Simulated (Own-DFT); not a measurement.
# Same atoms, different arrangement: As32Ga32, 64 atoms

All numbers below are calculated, not measured. The program, named Own-DFT, is a retired in-house plane-wave density functional code that no person has reviewed. Each row is one single-point run on a periodic cell that was not relaxed, without spin or spin-orbit coupling.

Settings of every run: PBE; PseudoDojo norm-conserving scalar-relativistic files; cutoff 42 hartree; 3 x 3 x 3 k mesh centred on Gamma; Fermi-Dirac smearing of 0.1 eV.

Known limits, some of them of some rows only: not probed for a lower state with spin; forces on such cells failed a check on a denser k mesh; forces not confirmed at this smearing and k mesh; stress not checked against mesh or cutoff.

All cells hold the same atoms in the same cell, with vectors in Å (11.307, 0.000, 0.000); (0.000, 11.307, 0.000); (0.000, 0.000, 11.307). Every atom was moved at random from its ideal site; u is the rms move along one axis. The defect's site can differ from row to row. E is the free energy of the cell above the lowest run. The arrangements:

- A: zincblende GaAs
- B: zincblende GaAs, with one As on a Ga site and one Ga on an As site, 2.4 Å apart

| arrangement | u (Å) | E (eV) | P (GPa) |
|---|---|---|---|
| A | 0.0195 | 0.050 | 3.52 |
| A | 0.0203 | 0.017 | 3.52 |
| A | 0.0204 | 0.000 | 3.50 |
| A | 0.0498 | 2.331 | 4.01 |
| A | 0.0518 | 2.323 | 4.03 |
| A | 0.0542 | 1.931 | 3.86 |
| B | 0.0308 | 2.919 | 3.88 |
| B | 0.0308 | 3.084 | 3.93 |
| B | 0.0309 | 3.218 | 3.95 |
| B | 0.0468 | 4.384 | 4.20 |
| B | 0.0513 | 4.578 | 4.23 |
| B | 0.0552 | 5.048 | 4.34 |

Question: once the cost of the random moves is taken out, how do the arrangements rank?

## Worked answer

Fit E = a + b u², with one b for all and one a for each arrangement, and with residuals divided by u², since the noise grows with the moves. Then b = 952 eV/Å², the scatter at u = 0.04 Å is 0.19 eV, and against A:

- B: 2.53 ± 0.08 eV (higher)

These are energies of unrelaxed cells. Relaxing the atoms lowers the strained arrangements most, so the gaps would shrink and small ones could change sign.
